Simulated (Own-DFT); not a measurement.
Si3N4 (beta silicon nitride, atoms displaced) (calculated)

All values are calculated (Own-DFT development build). A calculation, not a measurement: plane-wave PBE density functional theory by an unreviewed code, no spin, of a simulated periodic cell, stress positive in tension, free energy of the whole cell less one offset for each atom, some atoms lie very close together; forces on such cells moved up to 12 meV/angstrom on a denser k mesh; offsets are fitted by least squares, one for each functional and potential file, so energies compare only between cells with the same atoms and settings and are not formation energies; the far tail of each file's local potential was reset to the Coulomb form; each entry is a single point on an unrelaxed cell, so the pressure reflects the starting lattice, mostly measured values (interpolated for alloys), from which strain is counted, and rises with the displacements; printed positions are rounded, which can move forces by about a meV/angstrom; the program, named Own-DFT, is a retired in-house code; no spin-orbit coupling; before rounding, a Quantum ESPRESSO 7.3.1 run of the same cell and cutoff gave forces within 1 meV/angstrom rms on each cell, which checks the program and not the settings.

Settings shared by all entries: functional PBE; potential files PseudoDojo norm-conserving, scalar-relativistic, standard set; wave cutoff 42 hartree; occupations Fermi-Dirac; smearing width 0.1 eV; k mesh 2 x 2 x 4 centred on Gamma.

```json
{"entry": 1, "formula": "Si3N4", "kind": "beta silicon nitride, atoms displaced", "structure": {"cell_angstrom": [[15.212, 0.0, 0.0], [-7.606, 13.174, 0.0], [0.0, 0.0, 5.818]], "atoms_fractional": [["Si", 0.08813, 0.38527, 0.13393], ["Si", 0.12271, 0.20432, 0.09467], ["Si", 0.29232, 0.41014, 0.15187], ["Si", 0.41401, 0.11712, 0.35645], ["Si", 0.37937, 0.30092, 0.36026], ["Si", 0.20287, 0.09485, 0.36843], ["N", 0.15995, 0.00576, 0.12078], ["N", 0.4887, 0.15326, 0.16609], ["N", 0.35074, 0.33695, 0.11301], ["N", 0.34821, 0.49456, 0.38788], ["N", 0.00983, 0.34948, 0.36451], ["N", 0.15318, 0.17176, 0.38776], ["N", 0.18444, 0.35181, 0.12131], ["N", 0.33537, 0.15803, 0.36421], ["Si", 0.09496, 0.39034, 0.61176], ["Si", 0.11832, 0.19863, 0.60406], ["Si", 0.30586, 0.41668, 0.62896], ["Si", 0.41123, 0.11297, 0.85512], ["Si", 0.38711, 0.2953, 0.86715], ["Si", 0.18999, 0.07775, 0.87289], ["N", 0.16727, 0.02288, 0.63183], ["N", 0.48264, 0.1595, 0.6092], ["N", 0.35668, 0.33492, 0.63269], ["N", 0.32095, 0.46697, 0.87221], ["N", 0.00667, 0.33359, 0.88317], ["N", 0.16123, 0.17854, 0.89771], ["N", 0.15738, 0.304, 0.63099], ["N", 0.33769, 0.17241, 0.86011], ["Si", 0.09799, 0.88905, 0.14012], ["Si", 0.12695, 0.69971, 0.09713], ["Si", 0.29724, 0.92282, 0.14098], ["Si", 0.40663, 0.61418, 0.39378], ["Si", 0.3776, 0.78659, 0.41124], ["Si", 0.2015, 0.58234, 0.37039], ["N", 0.17064, 0.51803, 0.13651], ["N", 0.48886, 0.64734, 0.11856], ["N", 0.35195, 0.82895, 0.14435], ["N", 0.32667, 0.97411, 0.35528], ["N", 0.01517, 0.85232, 0.36982], ["N", 0.15279, 0.66624, 0.38776], ["N", 0.1742, 0.82887, 0.10376], ["N", 0.33408, 0.65715, 0.38025], ["Si", 0.08142, 0.88384, 0.61488], ["Si", 0.12456, 0.71648, 0.61734], ["Si", 0.29257, 0.91228, 0.6665], ["Si", 0.41516, 0.6179, 0.90028], ["Si", 0.39635, 0.82872, 0.89337], ["Si", 0.21101, 0.59106, 0.86358], ["N", 0.16571, 0.50731, 0.62736], ["N", 0.48334, 0.65459, 0.6342], ["N", 0.34067, 0.82591, 0.59524], ["N", 0.33498, 0.98433, 0.893], ["N", 0.01208, 0.84386, 0.92176], ["N", 0.15325, 0.66962, 0.88187], ["N", 0.17411, 0.84484, 0.65358], ["N", 0.34206, 0.68376, 0.89074], ["Si", 0.586, 0.36271, 0.12271], ["Si", 0.61609, 0.19404, 0.13414], ["Si", 0.79464, 0.40601, 0.09015], ["Si", 0.89676, 0.11278, 0.35803], ["Si", 0.87149, 0.29045, 0.3731], ["Si", 0.70504, 0.09066, 0.40351], ["N", 0.66947, 0.02511, 0.15681], ["N", 0.9869, 0.15239, 0.10626], ["N", 0.84433, 0.32863, 0.15706], ["N", 0.83077, 0.4797, 0.37116], ["N", 0.52876, 0.36347, 0.39806], ["N", 0.64741, 0.15424, 0.33307], ["N", 0.6673, 0.32734, 0.09701], ["N", 0.82394, 0.15738, 0.36121], ["Si", 0.59013, 0.4016, 0.60251], ["Si", 0.60162, 0.18884, 0.62482], ["Si", 0.79233, 0.40706, 0.6092], ["Si", 0.91384, 0.11904, 0.87695], ["Si", 0.88263, 0.29323, 0.88243], ["Si", 0.69537, 0.08573, 0.88336], ["N", 0.66994, 0.01922, 0.62028], ["N", 0.98015, 0.14821, 0.63426], ["N", 0.85425, 0.34617, 0.61043], ["N", 0.84199, 0.5023, 0.84947], ["N", 0.50691, 0.3438, 0.88176], ["N", 0.65852, 0.16824, 0.84624], ["N", 0.67657, 0.33958, 0.60356], ["N", 0.82598, 0.16855, 0.86738], ["Si", 0.59026, 0.8804, 0.15115], ["Si", 0.59847, 0.69007, 0.13419], ["Si", 0.79333, 0.90493, 0.1313], ["Si", 0.89487, 0.60578, 0.38805], ["Si", 0.89711, 0.79841, 0.37274], ["Si", 0.698, 0.59687, 0.36415], ["N", 0.66239, 0.51035, 0.11234], ["N", 0.98019, 0.64473, 0.09245], ["N", 0.84397, 0.81668, 0.09263], ["N", 0.83625, 0.99671, 0.38362], ["N", 0.51074, 0.84789, 0.36664], ["N", 0.64666, 0.65884, 0.38484], ["N", 0.67341, 0.83869, 0.12312], ["N", 0.82902, 0.65474, 0.3781], ["Si", 0.56347, 0.86563, 0.64201], ["Si", 0.60675, 0.69934, 0.62479], ["Si", 0.79699, 0.91268, 0.63606], ["Si", 0.91607, 0.6124, 0.89232], ["Si", 0.89234, 0.80841, 0.86449], ["Si", 0.7056, 0.58846, 0.89914], ["N", 0.66997, 0.51587, 0.62509], ["N", 0.97906, 0.65052, 0.58976], ["N", 0.83597, 0.82973, 0.61712], ["N", 0.82177, 0.98172, 0.88469], ["N", 0.52212, 0.85981, 0.88216], ["N", 0.65496, 0.66818, 0.87415], ["N", 0.66158, 0.83313, 0.62833], ["N", 0.8369, 0.67546, 0.88536]]}, "results": {"free_energy_of_cell_above_offsets [eV]": "40.065", "pressure [GPa]": 19.94, "stress_xx [GPa]": -23.08, "stress_yy [GPa]": -16.51, "stress_zz [GPa]": -20.22, "stress_yz [GPa]": -5.53, "stress_xz [GPa]": 1.47, "stress_xy [GPa]": -1.04, "force_element": ["Si", "Si", "Si", "Si", "Si", "Si", "N", "N", "N", "N", "N", "N", "N", "N", "Si", "Si", "Si", "Si", "Si", "Si", "N", "N", "N", "N", "N", "N", "N", "N", "Si", "Si", "Si", "Si", "Si", "Si", "N", "N", "N", "N", "N", "N", "N", "N", "Si", "Si", "Si", "Si", "Si", "Si", "N", "N", "N", "N", "N", "N", "N", "N", "Si", "Si", "Si", "Si", "Si", "Si", "N", "N", "N", "N", "N", "N", "N", "N", "Si", "Si", "Si", "Si", "Si", "Si", "N", "N", "N", "N", "N", "N", "N", "N", "Si", "Si", "Si", "Si", "Si", "Si", "N", "N", "N", "N", "N", "N", "N", "N", "Si", "Si", "Si", "Si", "Si", "Si", "N", "N", "N", "N", "N", "N", "N", "N"], "force_x [eV/angstrom]": [-0.63, -10.32, 11.44, -3.636, 4.395, 2.384, 0.249, 4.769, -0.529, -0.233, 1.531, 4.887, -13.36, -5.637, -2.045, -5.864, -0.331, -1.59, -1.858, 1.812, -0.893, -0.684, -2.075, 0.603, 3.544, 8.592, -3.324, -0.665, 0.164, -9.174, 1.635, 5.963, 5.798, -0.971, -0.464, -10.33, -3.095, 0.674, 4.97, 1.518, -2.495, -6.11, 1.514, -3.174, 3.766, -4.086, 1.527, 0.24, 0.794, -1.983, -6.239, 1.408, 2.525, 6.346, -5.025, 0.833, -5.738, -3.37, 0.167, 8.075, 4.719, -1.489, -0.521, 1.37, -2.804, -0.046, -8.244, 0.706, 2.768, -0.683, 6.87, 3.804, 2.017, -2.748, -2.047, 4.35, -1.77, 1.661, 4.085, -1.318, 5.618, -4.723, -7.757, 1.94, 1.217, 14.88, 3.94, 7.06, -9.049, 9.22, -0.356, 9.361, -4.757, 0.78, -1.857, -9.355, -4.48, -7.199, 8.579, 4.724, -3.839, -6.771, 0.391, 1.591, -0.338, 4.606, 5.295, 1.643, -4.194, -3.367, -0.849, 1.183], "force_y [eV/angstrom]": [-1.301, 4.86, 7.381, -5.267, -0.833, -1.573, 8.273, 2.156, -0.031, -6.456, 0.487, -3.309, -10.95, 3.263, -10.83, -12.09, -4.903, 3.634, 0.62, 5.624, -3.994, -2.705, 1.218, 7.471, 3.949, -6.683, 22.59, -6.193, -8.213, 1.949, -11.26, 2.264, -2.625, 2.536, -1.243, -4.109, 2.533, 10.11, 2.73, -0.348, 1.829, 2.973, 0.52, -4.01, 0.469, -1.564, -5.41, 1.149, 6.543, -1.022, 6.314, 2.644, 2.574, -4.105, -2.886, -2.789, 5.504, 4.32, 4.348, 4.821, -0.999, -2.314, -5.042, 0.537, 2.132, -0.892, -7.251, -0.173, -2.824, 7.387, -2.249, 5.812, 6.522, -1.552, 1.563, -2.931, -4.291, -0.091, -3.546, -14.22, 2.239, 0.877, -6.845, -2.051, 5.036, 6.802, 3.453, -2.8, -5.496, -8.55, -1.519, 4.931, 4.321, -10.45, -2.022, 5.285, -5.977, 6.863, 4.632, 2.235, 2.478, 6.402, -5.111, 1.675, 6.804, 3.367, -0.721, 1.195, -0.606, -0.1, -1.239, -1.644], "force_z [eV/angstrom]": [-2.265, 13.06, -1.663, 6.905, 2.482, 0.428, 1.163, -11.29, 1.541, -0.724, 1.896, -9.912, 0.104, -0.37, 1.432, 7.397, -1.918, 2.404, 1.332, 3.519, -4.727, 1.586, -3.867, 4.576, -0.534, -12.4, 0.59, 0.742, -2.083, 12.38, -9.068, -0.2, -11.8, 2.76, -4.384, 3.716, 0.988, 15.86, 1.078, -2.324, 1.674, 0.325, 5.263, 0.372, -7.022, -4.909, -1.49, 2.296, 0.085, 0.405, 12.79, -1.168, -5.391, -12.11, -1.675, -0.815, 0.218, -8.002, 2.765, 1.286, 5.536, -3.102, -4.301, 3.57, -9.629, -3.366, -13.63, 10.19, -0.05, 0.455, 12.06, -2.973, 0.43, -1.85, -0.854, 0.301, 5.133, -3.258, 3.272, -0.159, -0.151, 2.769, 0.821, 0.332, -2.291, -1.503, -0.142, -3.54, -1.68, 0.532, 3.672, 12.77, 9.417, -0.369, 4.035, -0.679, 1.068, -0.42, -8.039, 2.15, -1.182, -11.2, -3.254, -5.097, 0.665, 4.935, -1.319, 0.402, 6.696, 0.938, -0.414, -0.994]}}
{"entry": 2, "formula": "Si3N4", "kind": "beta silicon nitride, atoms displaced", "structure": {"cell_angstrom": [[15.212, 0.0, 0.0], [-7.606, 13.174, 0.0], [0.0, 0.0, 5.818]], "atoms_fractional": [["Si", 0.0866, 0.37872, 0.11666], ["Si", 0.11157, 0.19009, 0.11427], ["Si", 0.29468, 0.4138, 0.14761], ["Si", 0.40662, 0.1119, 0.36234], ["Si", 0.38363, 0.30602, 0.38905], ["Si", 0.20636, 0.09334, 0.39087], ["N", 0.17295, 0.02755, 0.11157], ["N", 0.49061, 0.15989, 0.07157], ["N", 0.36841, 0.3442, 0.12769], ["N", 0.32127, 0.48194, 0.36516], ["N", 0.01878, 0.34478, 0.41499], ["N", 0.15087, 0.15609, 0.40507], ["N", 0.17603, 0.33403, 0.11939], ["N", 0.33753, 0.16385, 0.35734], ["Si", 0.09469, 0.38201, 0.62035], ["Si", 0.11404, 0.2022, 0.59036], ["Si", 0.28294, 0.41022, 0.6307], ["Si", 0.41845, 0.1175, 0.86667], ["Si", 0.38535, 0.3092, 0.88561], ["Si", 0.2157, 0.09601, 0.86617], ["N", 0.1623, 0.01371, 0.63448], ["N", 0.48065, 0.1433, 0.60404], ["N", 0.34909, 0.34808, 0.64887], ["N", 0.3335, 0.49384, 0.85681], ["N", 0.01248, 0.3366, 0.86846], ["N", 0.15648, 0.17356, 0.88707], ["N", 0.16919, 0.33634, 0.61908], ["N", 0.33793, 0.16166, 0.86071], ["Si", 0.09051, 0.89616, 0.09876], ["Si", 0.11473, 0.70011, 0.12422], ["Si", 0.30113, 0.90576, 0.12501], ["Si", 0.41282, 0.626, 0.35768], ["Si", 0.38954, 0.80379, 0.39574], ["Si", 0.20762, 0.5833, 0.38551], ["N", 0.18303, 0.52568, 0.11791], ["N", 0.48042, 0.65795, 0.12547], ["N", 0.35732, 0.82717, 0.11205], ["N", 0.32681, 0.98084, 0.35963], ["N", 0.00949, 0.85982, 0.34969], ["N", 0.14843, 0.66302, 0.39768], ["N", 0.15577, 0.81419, 0.13331], ["N", 0.34025, 0.66892, 0.3446], ["Si", 0.08895, 0.89412, 0.61851], ["Si", 0.11601, 0.6985, 0.62772], ["Si", 0.2974, 0.90963, 0.64086], ["Si", 0.41502, 0.62588, 0.91045], ["Si", 0.37633, 0.79844, 0.86456], ["Si", 0.19222, 0.58526, 0.83608], ["N", 0.16485, 0.50477, 0.6148], ["N", 0.47021, 0.64399, 0.63295], ["N", 0.34215, 0.83436, 0.62277], ["N", 0.33234, 0.97621, 0.88286], ["N", 0.01098, 0.85027, 0.85596], ["N", 0.14062, 0.66335, 0.85639], ["N", 0.17776, 0.84597, 0.60184], ["N", 0.34106, 0.66423, 0.87915], ["Si", 0.57966, 0.37692, 0.13216], ["Si", 0.61489, 0.2067, 0.11523], ["Si", 0.80588, 0.40959, 0.12307], ["Si", 0.90502, 0.11454, 0.34242], ["Si", 0.87673, 0.28341, 0.39763], ["Si", 0.69371, 0.079, 0.39326], ["N", 0.67038, 0.01615, 0.15512], ["N", 0.98139, 0.15085, 0.13444], ["N", 0.84995, 0.32666, 0.11973], ["N", 0.84012, 0.48585, 0.40713], ["N", 0.50905, 0.34847, 0.35394], ["N", 0.65522, 0.16681, 0.38878], ["N", 0.65602, 0.32941, 0.13108], ["N", 0.82087, 0.15891, 0.39165], ["Si", 0.58706, 0.38316, 0.61973], ["Si", 0.61837, 0.20467, 0.60421], ["Si", 0.78941, 0.41711, 0.65945], ["Si", 0.9106, 0.11737, 0.85839], ["Si", 0.87309, 0.2991, 0.87219], ["Si", 0.69688, 0.07349, 0.87784], ["N", 0.66377, 0.0128, 0.63974], ["N", 0.98366, 0.13822, 0.60193], ["N", 0.85137, 0.33843, 0.63577], ["N", 0.82763, 0.48231, 0.88783], ["N", 0.51408, 0.35306, 0.8676], ["N", 0.63931, 0.17307, 0.85246], ["N", 0.67207, 0.32556, 0.64249], ["N", 0.83104, 0.1629, 0.91239], ["Si", 0.60109, 0.88231, 0.14687], ["Si", 0.61311, 0.7118, 0.11372], ["Si", 0.78784, 0.9128, 0.15315], ["Si", 0.91611, 0.6176, 0.40693], ["Si", 0.88008, 0.80072, 0.33661], ["Si", 0.69353, 0.57784, 0.39923], ["N", 0.65142, 0.50676, 0.11647], ["N", 0.98705, 0.64568, 0.1104], ["N", 0.84726, 0.83138, 0.12841], ["N", 0.84108, 0.99433, 0.39106], ["N", 0.52599, 0.84765, 0.38965], ["N", 0.64282, 0.66306, 0.4088], ["N", 0.66966, 0.84765, 0.13046], ["N", 0.83199, 0.66554, 0.38446], ["Si", 0.60223, 0.90085, 0.60237], ["Si", 0.6105, 0.69755, 0.61611], ["Si", 0.80062, 0.90008, 0.63353], ["Si", 0.91804, 0.61254, 0.8737], ["Si", 0.88358, 0.80997, 0.84326], ["Si", 0.70287, 0.59202, 0.87709], ["N", 0.65905, 0.51262, 0.63692], ["N", 0.98035, 0.63751, 0.58996], ["N", 0.8522, 0.83056, 0.59813], ["N", 0.82347, 0.98758, 0.84555], ["N", 0.52404, 0.84636, 0.87961], ["N", 0.6637, 0.66832, 0.85138], ["N", 0.66189, 0.83581, 0.62095], ["N", 0.83153, 0.67166, 0.88785]]}, "results": {"free_energy_of_cell_above_offsets [eV]": "29.946", "pressure [GPa]": 17.28, "stress_xx [GPa]": -19.2, "stress_yy [GPa]": -13.11, "stress_zz [GPa]": -19.53, "stress_yz [GPa]": -4.9, "stress_xz [GPa]": -1.36, "stress_xy [GPa]": 2.47, "force_element": ["Si", "Si", "Si", "Si", "Si", "Si", "N", "N", "N", "N", "N", "N", "N", "N", "Si", "Si", "Si", "Si", "Si", "Si", "N", "N", "N", "N", "N", "N", "N", "N", "Si", "Si", "Si", "Si", "Si", "Si", "N", "N", "N", "N", "N", "N", "N", "N", "Si", "Si", "Si", "Si", "Si", "Si", "N", "N", "N", "N", "N", "N", "N", "N", "Si", "Si", "Si", "Si", "Si", "Si", "N", "N", "N", "N", "N", "N", "N", "N", "Si", "Si", "Si", "Si", "Si", "Si", "N", "N", "N", "N", "N", "N", "N", "N", "Si", "Si", "Si", "Si", "Si", "Si", "N", "N", "N", "N", "N", "N", "N", "N", "Si", "Si", "Si", "Si", "Si", "Si", "N", "N", "N", "N", "N", "N", "N", "N"], "force_x [eV/angstrom]": [0.778, -2.305, 3.16, 3.501, 0.988, 5.529, -0.5, 1.158, -5.554, 0.831, -4.654, -1.803, -4.38, -5.434, -3.023, -3.66, 6.269, -2.402, 3.683, -2.879, 0.633, 1.223, 2.188, 0.423, -0.301, 2.583, -2.121, -1.053, 0.519, 0.78, -2.141, 4.114, 2.593, -0.436, -2.855, 8.063, -4.06, 1.599, 2.909, 3.252, -0.398, -7.598, 0.533, -5.147, -2.231, 1.33, 8.228, 4.495, -0.305, 4.214, 3.592, 0.639, 0.774, 3.906, -5.679, -12.56, 0.102, 1.206, -3.88, -0.765, 0.74, -0.101, -0.624, 3.31, -1.724, -0.741, 0.587, 0.056, 4.827, 2.402, -0.255, -4.007, 3.126, 1.297, 6.63, -0.391, -0.104, -0.995, -1.58, 0.877, 0.32, 6.394, -5.399, -2.158, -22.04, 2.719, 6.512, -13.41, 7.924, 1.328, 0.432, -0.628, -8.216, -0.694, -4.239, 4.519, 15.06, -0.877, -1.777, -7.538, -6.263, -3.675, 3.724, 5.056, 0.65, 12.76, -1.67, 1.483, -1.26, -8.696, 6.083, 2.57], "force_y [eV/angstrom]": [1.24, 3.438, 0.581, -0.675, -2.096, -4.297, -2.436, -0.147, 1.834, 4.26, -2.554, 2.003, -4.824, 3.328, -1.47, 2.192, 8.091, -3.386, -3.078, -1.038, 4.901, 0.675, -2.322, -2.011, 1.146, -1.799, -7.464, 4.111, -2.045, -5.99, -1.501, -5.474, -2.473, 1.91, -3.134, 3.123, 3.091, 0.235, 1.193, -1.833, 10.98, 3.362, -4.813, 5.015, 4.77, -6.683, -3.341, 0.39, 3.802, 1.89, -2.048, 2.637, 1.173, -2.335, -5.364, 4.799, 2.324, -1.424, 0.556, 1.505, 4.118, 3.831, -2.333, 0.944, 1.827, -1.7, -0.042, -0.974, 2.125, -0.024, -1.925, -1.834, -2.016, 0.153, -4.075, 5.531, 6.889, 1.319, 0.558, 2.788, -0.625, -4.25, 4.081, 0.592, 6.305, -2.353, 4.807, -4.515, -6.024, 2.856, 3.154, -1.093, 4.828, -7.12, -0.725, -2.247, -11.66, 0.036, -11.45, 3.139, 4.463, 1.476, -5.419, -4.859, -1.256, 6.045, 1.006, -1.803, 1.326, 5.663, -1.948, -0.087], "force_z [eV/angstrom]": [1.472, 4.13, -7.399, -1.223, 0.522, -2.355, 2.024, 9.137, 3.912, 4.653, -8.292, -6.772, 0.31, 1.136, 4.772, 8.186, 0.63, -5.42, -3.641, 0.697, -0.715, -0.742, -3.006, 3.92, 0.854, -5.802, -0.531, -0.301, 2.34, 1.361, 0.553, 7.128, -4.382, -3.936, -1.224, 3.772, 6.119, 1.604, 0.737, -4.274, -1.002, 2.327, -2.74, -4.319, -2.805, -10.86, -0.676, 5.806, 0.373, -1.28, -0.438, 0.005, 0.358, 5.016, 1.084, -2.572, -4.731, -0.193, 4.903, 6.174, -0.438, -0.233, -3.428, -5.594, 5.06, -2.672, 6.549, -5.376, 0.765, 0.176, 0.625, 1.374, -6.417, -0.482, -0.459, 4.795, -1.647, 0.995, -2.458, 2.524, -0.58, 4.423, -0.981, -1.926, -2.808, 0.857, -2.038, -19.15, 8.515, -5.379, 1.991, 2.504, -10.45, -1.418, -2.425, -11.31, -1.292, -0.273, 6.208, 7.433, -1.439, -0.54, 5.811, 2.513, 0.773, 19.47, -1.358, 3.849, -0.393, 2.461, -0.116, -0.976]}}
```
